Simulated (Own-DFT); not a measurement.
# Device materials side by side: how hard are they to compress?

Source: density functional calculations with Own-DFT, an unreviewed in-house program that is no longer used. Nothing was measured or relaxed, and spin and spin-orbit coupling are left out.

Known weak points (not all hold for every row): forces on such cells moved up to 12 meV/angstrom on a denser k mesh; k mesh not checked against a denser one; forces on such cells passed a denser k mesh, each cell not checked; stress not checked against mesh or cutoff.

All runs are PBE with PseudoDojo norm-conserving files; cutoff and k mesh are each material's own. Every cell starts from measured lattice constants and was given uniform random strains and small random moves of its atoms. Each triple is the change of volume in per cent, the rms move u in Å and the pressure in GPa.

- 3C SiC (C48Si48), 10.36 Å³/atom unstrained: (-2.29, 0.049, 11.08); (-1.99, 0.052, 11.04); (-1.90, 0.051, 10.06); (-0.52, 0.048, 7.01); (0.20, 0.048, 5.34); (0.33, 0.049, 4.69); (3.58, 0.051, -1.80)
- wurtzite AlN (Al64N64), 10.45 Å³/atom unstrained: (-2.32, 0.049, 10.98); (-0.20, 0.049, 6.41); (0.45, 0.052, 5.31); (1.08, 0.049, 3.09); (1.42, 0.051, 2.84); (1.54, 0.048, 2.97); (2.08, 0.052, 1.65)
- wurtzite GaN (Ga48N48), 11.42 Å³/atom unstrained: (-2.53, 0.049, 12.50); (-0.37, 0.050, 8.47); (0.02, 0.050, 7.34); (0.26, 0.049, 6.45); (0.52, 0.049, 6.55); (1.61, 0.051, 4.09); (1.89, 0.048, 3.33)
- diamond silicon (Si64), 20.02 Å³/atom unstrained: (-2.01, 0.047, 4.45); (-1.88, 0.050, 4.53); (-0.49, 0.048, 3.12); (0.04, 0.050, 2.70); (0.18, 0.044, 2.35); (0.50, 0.053, 2.25); (1.98, 0.051, 0.83)
- zincblende InP (In32P32), 25.27 Å³/atom unstrained: withheld
- grey tin (Sn64), 34.15 Å³/atom unstrained: (-2.19, 0.053, 4.95); (-2.00, 0.050, 4.89); (-0.34, 0.050, 3.87); (-0.26, 0.054, 3.93); (0.60, 0.048, 3.36); (1.82, 0.052, 2.77); (2.04, 0.051, 2.69)

## Fit

Fit a line to each set against the fractional change of volume; B is minus its slope, and u is nearly the same within a set. To take it to zero pressure, assume that B rises by 4 GPa for each GPa: B0 = B - 4 x (mean pressure). The bond length of an ideal tetrahedral crystal with the unstrained volume v is d = (√3/4)(8 v)^(1/3). Cohen's empirical rule reads B0 = (1971 - 220 L) d^(-3.5) GPa, with L = 0 for group IV crystals and SiC and 1 for III-V compounds.

```
material,L,d (Å),B (GPa),mean P (GPa),B0 (GPa),rule (GPa)
3C SiC (C48Si48),0,1.888,225 ± 8,6.8,198 ± 8,213
wurtzite AlN (Al64N64),1,1.893,214 ± 9,4.8,195 ± 9,188
wurtzite GaN (Ga48N48),1,1.950,207 ± 8,7.0,179 ± 8,169
diamond silicon (Si64),0,2.352,93 ± 3,2.9,82 ± 3,99
zincblende InP (In32P32),1,2.541,?,?,?,67
grey tin (Sn64),0,2.810,55 ± 1,3.8,39 ± 1,53
```

A line through ln[B0/(1971 - 220 L)] against ln d has a slope of -4.3 ± 0.2 and a scatter of 7 %. Against the rule, B0 stands at 93 % for 3C SiC, 104 % for wurtzite AlN, 106 % for wurtzite GaN, 83 % for diamond silicon, 74 % for grey tin. PBE tends to make silicon and heavier crystals too soft, and the rule itself is only a guide.

## Test on the hidden row

Asked: what B0 does the fitted trend give for zincblende InP (In32P32)?

The straight line predicts 53 GPa. Its own runs give B = 75 ± 3 GPa at a mean pressure of 3.9 GPa, so B0 = 59 GPa.
